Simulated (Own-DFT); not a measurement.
# A layer strained by its substrate: wurtzite AlGaN with randomly placed atoms, 72 atoms (Al9Ga27N36)

No measurement is shown. These are fixed-geometry runs of a retired plane-wave code named Own-DFT, which no person has reviewed; spin and spin-orbit coupling are neglected.

Common settings: PBE; PseudoDojo norm-conserving scalar-relativistic files (stringent for Ga); cutoff 96 hartree; 4 x 4 x 3 k mesh centred on Gamma; Gaussian smearing of 0.01 eV.

Keep in mind: forces on such cells passed a denser k mesh, each cell not checked; stress not checked against mesh or cutoff.

Unstrained cell vectors in Å: (9.509, 0.000, 0.000); (-4.755, 8.235, 0.000); (0.000, 0.000, 10.268). The unstrained cell has measured lattice constants (interpolated for alloys), not those of this functional. That, the random moves and any unrelaxed bonds set the pressure at no strain. Each run strains x and y alike by e, as a substrate would, and holds the height along z. Each coordinate of each atom was shifted by a normal deviate of width 0.05 Å. The random placing of the alloy's atoms differs from row to row. Stress is positive in tension.

```
e (%)  u (Å)  (s_xx + s_yy)/2 (GPa)  s_zz (GPa)
-2.75  0.052                 -23.78      -13.59
-2.50  0.051                 -23.48      -10.57
-1.75  0.049                 -18.96       -8.17
-0.75  0.049                 -11.62       -7.32
-0.25  0.046                  -7.66       -7.91
 0.75  0.048                  -2.88       -6.20
 1.00  0.051                  -1.73       -5.84
 2.25  0.045                   4.12       -3.01
 2.75  0.053                      ?           ?
 3.00  0.056                   6.08       -1.90
```

## Fit

With e as a fraction, the in-plane stress is -7.0 + 555 e - 3521 e² GPa (errors 14 and 834, scatter 0.80), and s_zz is -7.0 + 168 e GPa (slope ± 20, scatter 1.14). At e = 0 the first slope is C11 + C12 and the second 2 C13, both with the ions held to the strained lattice and at the cell's own pressure. The term in e² is negative: the layer stiffens under compression and softens under tension. A free layer would change its height as e changes, and the in-plane slope would drop by 2 C13²/C33 to the biaxial modulus. At fixed height, a misfit of 1 % moves the in-plane stress by about 5.5 GPa and s_zz by 1.7 GPa.

## The run left out

Q: what are the two stresses at e = 2.75 %?

The fitted form gives 5.6 and -2.4 GPa. DFT gave 5.23 and -3.36 GPa.
